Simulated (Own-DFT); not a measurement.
Al16O23 (corundum with two vacancies, strained, atoms displaced) (calculated)

All values are calculated (Own-DFT development build). A calculation, not a measurement: plane-wave PBE density functional theory by an unreviewed code, no spin, of a simulated periodic cell, stress positive in tension, free energy of the whole cell less one offset for each atom, defect cell not probed for a lower state with spin; oxygen file: force components 24 meV/angstrom off all-electron in one glass; forces on such cells passed a denser k mesh, this cell's mesh not checked; offsets are fitted by least squares, one for each functional and potential file, so energies compare only between cells with the same atoms and settings and are not formation energies; the far tail of each file's local potential was reset to the Coulomb form; each entry is a single point on an unrelaxed cell, so the pressure reflects the starting lattice, mostly measured values, from which strain is counted, and rises with the displacements; printed positions are rounded, which can move forces by about a meV/angstrom; the program is a retired in-house code; no spin-orbit coupling; before rounding, a Quantum ESPRESSO 7.3.1 run of the same cell and cutoff gave forces within 1 meV/angstrom rms on each cell, which checks the program and not the settings.

Common to all runs: functional PBE; potential files PseudoDojo norm-conserving, scalar-relativistic, standard set; wave cutoff 72 hartree; occupations Fermi-Dirac; smearing width 0.1 eV; k mesh 3 x 3 x 3 centred on Gamma.

(1) 
```cif
# cell vector a (Å): 5.2998 0.0534 8.6954
# cell vector b (Å): -2.7322 4.7732 8.7769
# cell vector c (Å): -2.8534 -4.8765 8.7952
data_Al16O23
_symmetry_space_group_name_H-M 'P 1'
_symmetry_Int_Tables_number 1
_cell_length_a 10.1834
_cell_length_b 10.3577
_cell_length_c 10.4536
_cell_angle_alpha 55.252
_cell_angle_beta 54.976
_cell_angle_gamma 53.936
_cell_volume 683.56
loop_
_atom_site_label
_atom_site_type_symbol
_atom_site_fract_x
_atom_site_fract_y
_atom_site_fract_z
_atom_site_occupancy
Al1 Al 0.18017 0.17088 0.18077 1
Al2 Al 0.32351 0.32037 0.32731 1
Al3 Al 0.42296 0.42456 0.42301 1
Al4 Al 0.08030 0.06816 0.07483 1
O1 O 0.28331 0.47038 0.12114 1
O2 O 0.47339 0.12300 0.28089 1
O3 O 0.12757 0.26571 0.47219 1
O4 O 0.21701 0.02601 0.38223 1
O5 O 0.03043 0.37573 0.22037 1
O6 O 0.37225 0.22498 0.03059 1
Al5 Al 0.17312 0.17807 0.67985 1
Al6 Al 0.32694 0.32176 0.82407 1
Al7 Al 0.43013 0.42822 0.92564 1
Al8 Al 0.07412 0.07288 0.58004 1
O7 O 0.28044 0.47423 0.62070 1
O8 O 0.46790 0.11891 0.78451 1
O9 O 0.12799 0.27323 0.97624 1
O10 O 0.02908 0.37019 0.72789 1
O11 O 0.37446 0.22559 0.52794 1
Al9 Al 0.17777 0.67830 0.17141 1
Al10 Al 0.31705 0.82435 0.32880 1
Al11 Al 0.43090 0.92656 0.42608 1
Al12 Al 0.08032 0.56855 0.07646 1
O12 O 0.27519 0.97950 0.11911 1
O13 O 0.47150 0.62229 0.28016 1
O14 O 0.12197 0.77884 0.46646 1
O15 O 0.22463 0.53147 0.37261 1
O16 O 0.02919 0.87377 0.21935 1
O17 O 0.37155 0.72202 0.03114 1
Al13 Al 0.17476 0.67569 0.68136 1
Al14 Al 0.32552 0.82194 0.82287 1
Al15 Al 0.42575 0.92539 0.92915 1
Al16 Al 0.07069 0.56957 0.57614 1
O18 O 0.26777 0.97333 0.63121 1
O19 O 0.47124 0.62582 0.78054 1
O20 O 0.12450 0.77601 0.97551 1
O21 O 0.21948 0.53163 0.87629 1
O22 O 0.02871 0.87690 0.71673 1
O23 O 0.36827 0.72023 0.52986 1
Al17 Al 0.68016 0.18163 0.17283 1
Al18 Al 0.82208 0.32352 0.32591 1
Al19 Al 0.92264 0.42689 0.42824 1
Al20 Al 0.56970 0.07647 0.07545 1
O24 O 0.77966 0.47444 0.11841 1
O25 O 0.97107 0.12256 0.28132 1
O26 O 0.62902 0.28205 0.46590 1
O27 O 0.72316 0.02948 0.37402 1
O28 O 0.52772 0.37742 0.22146 1
O29 O 0.88034 0.21802 0.02560 1
Al21 Al 0.67982 0.18375 0.66988 1
Al22 Al 0.82915 0.32190 0.81636 1
Al23 Al 0.92317 0.42794 0.93144 1
Al24 Al 0.57097 0.07394 0.57640 1
O30 O 0.78306 0.46548 0.62648 1
O31 O 0.97171 0.12821 0.77360 1
O32 O 0.61491 0.27986 0.97981 1
O33 O 0.71772 0.03188 0.87247 1
O34 O 0.52766 0.37454 0.72561 1
O35 O 0.87121 0.21896 0.52974 1
Al25 Al 0.67574 0.67672 0.17853 1
Al26 Al 0.81911 0.82478 0.32394 1
Al27 Al 0.93061 0.93232 0.41367 1
Al28 Al 0.57658 0.57136 0.07450 1
O36 O 0.78063 0.97458 0.11704 1
O37 O 0.96574 0.63640 0.27233 1
O38 O 0.62418 0.78073 0.46948 1
O39 O 0.72095 0.52808 0.37290 1
O40 O 0.52562 0.87909 0.22367 1
O41 O 0.87382 0.72224 0.02620 1
Al29 Al 0.67909 0.66733 0.68120 1
Al30 Al 0.81595 0.82493 0.82872 1
Al31 Al 0.92710 0.92797 0.92124 1
Al32 Al 0.57477 0.57829 0.56647 1
O42 O 0.77927 0.97064 0.62823 1
O43 O 0.96972 0.62773 0.77688 1
O44 O 0.61731 0.78222 0.98103 1
O45 O 0.72472 0.52758 0.87359 1
O46 O 0.87402 0.72013 0.52783 1
_calc_free_energy_of_cell_above_offsets '-52.634'  # eV
_calc_pressure 5.96  # GPa
_calc_stress_xx -14.11  # GPa
_calc_stress_yy -2.33  # GPa
_calc_stress_zz -1.46  # GPa
_calc_stress_yz -1.12  # GPa
_calc_stress_xz -3.77  # GPa
_calc_stress_xy 3.9  # GPa
```

Force:
```
element  x (eV/Å)  y (eV/Å)  z (eV/Å)
     Al    -0.344     0.677     -0.32
     Al    -0.071     0.486    -0.195
     Al     0.061      0.38     1.432
     Al    -0.025     0.992     -0.57
      O    -0.893    -0.647     0.625
      O    -0.197     0.074     0.177
      O    -0.736     1.411     1.275
      O     0.515      0.45    -0.196
      O    -0.449    -0.622    -0.037
      O     0.118     0.002    -0.234
     Al     1.417    -1.364     0.196
     Al    -0.761    -0.071    -0.127
     Al    -0.676     0.444    -1.314
     Al     0.059     0.171    -1.343
      O    -0.168    -0.774    -0.014
      O      0.15     1.391     0.432
      O    -0.617     0.871    -0.113
      O     0.006     0.822    -0.157
      O    -0.225     0.052    -0.708
     Al    -0.408    -0.435    -0.112
     Al     0.385    -0.147     0.027
     Al    -1.478     0.632    -1.102
     Al    -0.887     0.653    -0.524
      O     0.528    -1.759     0.929
      O    -0.052     0.531     0.323
      O     0.133    -0.331      0.44
      O    -0.438     -0.36    -1.358
      O    -0.338       0.1     0.358
      O     0.881     0.218     0.405
     Al    -0.113     0.102    -1.185
     Al      -0.7     0.567     1.242
     Al    -0.348     0.626    -1.264
     Al    -0.002     0.545     1.342
      O     1.861    -0.201     0.391
      O     0.857     0.201    -0.605
      O     0.288     0.702    -0.055
      O     0.444    -0.191    -0.064
      O    -0.593    -0.544     0.616
      O     1.045     0.276      1.13
     Al     0.305    -0.498    -0.923
     Al     0.812     0.481     0.024
     Al     1.211      0.62    -0.339
     Al     0.721    -0.121     0.376
      O     -0.56    -1.055     0.769
      O     0.013     1.129     0.438
      O    -1.089    -0.871    -0.635
      O    -0.214     0.225     -0.32
      O     0.334    -0.289    -0.225
      O    -0.447     0.301     0.036
     Al    -0.334    -1.649    -1.433
     Al    -1.442    -1.453      1.01
     Al     1.652     0.365    -0.331
     Al      0.71    -1.437     0.429
      O    -0.512     0.971    -0.416
      O    -0.375    -0.535    -0.303
      O     1.966     0.357     1.162
      O    -0.074    -0.199     0.549
      O     0.215     0.646     0.146
      O     1.029     1.167     1.349
     Al    -0.135     0.684    -0.506
     Al     0.076     0.899     1.055
     Al    -0.945    -1.726     -0.23
     Al    -0.826     0.242     0.259
      O    -0.481    -0.449     0.413
      O     0.986    -1.791    -0.764
      O     0.255    -1.185    -0.328
      O    -0.156    -0.324     0.688
      O     0.104    -0.555    -0.323
      O     0.238    -0.157     0.295
     Al    -0.881     1.508     0.782
     Al     0.398     0.569     0.275
     Al    -0.132     -0.45    -0.385
     Al    -0.898    -0.919    -0.264
      O     -0.07     0.749    -0.786
      O      0.03     -0.44    -0.207
      O     0.669     -0.14    -0.464
      O    -0.327    -0.539    -0.074
      O    -0.056    -0.054    -0.545
```

(2) 
```cif
# cell vector a (Å): 5.2164 -0.2244 8.7048
# cell vector b (Å): -2.9426 4.5865 8.7937
# cell vector c (Å): -2.7903 -4.7715 8.9437
data_Al16O23
_symmetry_space_group_name_H-M 'P 1'
_symmetry_Int_Tables_number 1
_cell_length_a 10.1506
_cell_length_b 10.3452
_cell_length_c 10.5139
_cell_angle_alpha 53.319
_cell_angle_beta 52.905
_cell_angle_gamma 55.042
_cell_volume 666.08
loop_
_atom_site_label
_atom_site_type_symbol
_atom_site_fract_x
_atom_site_fract_y
_atom_site_fract_z
_atom_site_occupancy
Al1 Al 0.17915 0.17363 0.17719 1
Al2 Al 0.32464 0.32230 0.32386 1
Al3 Al 0.42999 0.42339 0.42351 1
Al4 Al 0.07359 0.07467 0.07108 1
O1 O 0.27848 0.47594 0.12076 1
O2 O 0.47320 0.12289 0.27481 1
O3 O 0.12501 0.28197 0.46822 1
O4 O 0.22046 0.02409 0.38261 1
O5 O 0.03030 0.37718 0.22023 1
Al5 Al 0.16870 0.17994 0.67137 1
Al6 Al 0.32403 0.32289 0.82985 1
Al7 Al 0.42602 0.42565 0.92523 1
Al8 Al 0.07796 0.07373 0.57395 1
O6 O 0.27670 0.47005 0.62631 1
O7 O 0.47538 0.13010 0.77530 1
O8 O 0.12687 0.27485 0.97223 1
O9 O 0.22037 0.02888 0.87878 1
O10 O 0.02463 0.36824 0.72805 1
O11 O 0.38004 0.22525 0.52324 1
Al9 Al 0.16833 0.67689 0.18223 1
Al10 Al 0.32741 0.82251 0.32534 1
Al11 Al 0.42133 0.92355 0.43100 1
Al12 Al 0.07846 0.57388 0.07081 1
O12 O 0.28064 0.96893 0.12477 1
O13 O 0.47363 0.63002 0.27199 1
O14 O 0.12344 0.78499 0.47263 1
O15 O 0.21837 0.52808 0.37767 1
O16 O 0.02507 0.87132 0.22609 1
O17 O 0.37248 0.71646 0.03554 1
Al13 Al 0.16792 0.67999 0.67796 1
Al14 Al 0.32155 0.82173 0.82354 1
Al15 Al 0.42860 0.92098 0.93046 1
Al16 Al 0.07384 0.58025 0.57128 1
O18 O 0.28282 0.96629 0.62614 1
O19 O 0.46802 0.62800 0.77548 1
O20 O 0.12268 0.78480 0.97352 1
O21 O 0.02870 0.87711 0.72317 1
O22 O 0.36687 0.72264 0.52897 1
Al17 Al 0.67590 0.17687 0.17503 1
Al18 Al 0.82500 0.32054 0.32334 1
Al19 Al 0.92653 0.42466 0.42890 1
Al20 Al 0.57224 0.07532 0.08049 1
O23 O 0.77359 0.47972 0.12211 1
O24 O 0.97542 0.12183 0.28021 1
O25 O 0.62593 0.28089 0.46620 1
O26 O 0.72265 0.02577 0.37370 1
O27 O 0.53456 0.37552 0.21290 1
O28 O 0.87898 0.22409 0.02656 1
Al21 Al 0.67644 0.17033 0.68107 1
Al22 Al 0.82308 0.32624 0.82211 1
Al23 Al 0.93054 0.42597 0.92284 1
Al24 Al 0.57593 0.07429 0.56560 1
O29 O 0.77979 0.47391 0.62486 1
O30 O 0.96834 0.12639 0.78015 1
O31 O 0.62710 0.27926 0.96959 1
O32 O 0.72818 0.02088 0.87624 1
O33 O 0.53377 0.37389 0.71897 1
O34 O 0.86889 0.22972 0.52492 1
Al25 Al 0.68051 0.67368 0.17368 1
Al26 Al 0.82725 0.82155 0.32365 1
Al27 Al 0.92566 0.92377 0.43130 1
Al28 Al 0.57138 0.57636 0.07462 1
O35 O 0.78160 0.97595 0.11787 1
O36 O 0.97557 0.61495 0.27912 1
O37 O 0.62657 0.78041 0.47055 1
O38 O 0.72596 0.52435 0.37441 1
O39 O 0.52910 0.87038 0.22320 1
O40 O 0.87862 0.72287 0.02169 1
Al29 Al 0.67535 0.67477 0.67704 1
Al30 Al 0.82461 0.82242 0.82556 1
Al31 Al 0.92805 0.92169 0.92484 1
Al32 Al 0.57814 0.57503 0.57260 1
O41 O 0.78533 0.97084 0.62256 1
O42 O 0.96971 0.62056 0.78154 1
O43 O 0.62649 0.77517 0.97534 1
O44 O 0.71850 0.53317 0.87277 1
O45 O 0.52963 0.87563 0.72303 1
O46 O 0.87536 0.71601 0.53454 1
_calc_free_energy_of_cell_above_offsets '-51.126'  # eV
_calc_pressure 12.94  # GPa
_calc_stress_xx -19.32  # GPa
_calc_stress_yy -16.88  # GPa
_calc_stress_zz -2.62  # GPa
_calc_stress_yz -5.17  # GPa
_calc_stress_xz -6.57  # GPa
_calc_stress_xy -5.89  # GPa
```

Force:
```
element  x (eV/Å)  y (eV/Å)  z (eV/Å)
     Al     0.649     0.593     0.491
     Al     0.908     1.578     0.623
     Al    -0.865     0.257     0.395
     Al     0.252    -0.269     0.687
      O     0.464    -0.743     0.399
      O    -0.907    -0.292      0.77
      O     0.046     -1.26    -0.207
      O     0.031     0.892    -0.053
      O     0.518    -0.638    -0.846
     Al     0.414    -1.242     1.723
     Al     0.517     1.148     0.265
     Al    -0.328    -0.695    -0.753
     Al    -1.068     0.542    -0.675
      O     0.108     0.224    -0.007
      O    -0.291    -1.053    -0.603
      O    -0.526     0.098     0.067
      O     0.676     0.637    -0.815
      O     0.663     1.644     0.666
      O     -0.72    -0.502    -1.368
     Al     0.975    -0.234    -0.077
     Al     0.473     0.645    -0.315
     Al     0.853    -0.057    -0.423
     Al     0.786     0.424    -0.415
      O    -0.261    -0.249     0.366
      O    -0.724    -1.313    -0.402
      O    -0.191    -0.756    -0.933
      O     0.201     0.046     0.054
      O     0.208     0.279     0.407
      O     0.179     0.939     0.144
     Al     0.461    -1.455     0.098
     Al     0.496     0.345     1.868
     Al    -0.326      0.76    -0.464
     Al     0.806    -1.164    -0.099
      O    -0.742     0.816     0.146
      O      0.07    -0.048    -0.011
      O    -0.492      -0.7    -0.891
      O     0.516    -0.058     -0.45
      O     1.503    -0.281      1.54
     Al     0.538    -0.131     0.073
     Al     0.477     1.154     0.936
     Al    -0.343    -0.312    -1.549
     Al     0.422     0.819    -1.256
      O     1.346    -0.922      0.04
      O     -0.35     0.226    -0.152
      O    -0.107    -0.753    -0.603
      O    -0.063     0.076      0.08
      O    -0.734    -0.948    -0.362
      O    -0.824    -0.511    -0.429
     Al    -0.179     0.058    -0.044
     Al     0.267     0.248     0.786
     Al    -0.775    -1.404    -0.804
     Al    -0.415    -0.311     1.264
      O     0.055      0.13    -0.325
      O     0.575     0.389    -0.343
      O    -0.798    -0.242    -0.535
      O    -1.202       0.5    -0.033
      O    -0.544    -0.375     0.127
      O      1.33    -1.132     0.873
     Al    -0.615    -0.799    -0.236
     Al     0.126     0.846    -0.163
     Al     0.204     0.406    -0.511
     Al     0.691     0.556     0.263
      O    -0.088     -1.04     0.316
      O    -1.195     1.519     1.293
      O    -0.484    -0.324    -0.731
      O    -0.997     0.639     0.238
      O     0.155     0.249     0.749
      O     0.324    -0.735      0.55
     Al    -0.751    -0.492     0.154
     Al     0.085     0.543     0.116
     Al    -0.696      0.09     0.134
     Al    -0.166     0.445    -0.854
      O    -0.591    -0.249    -0.151
      O    -0.181      1.52     0.914
      O    -0.242     0.916    -0.444
      O     0.042    -0.458    -0.025
      O     0.134    -0.221    -0.522
      O     0.238     1.173     0.265
```
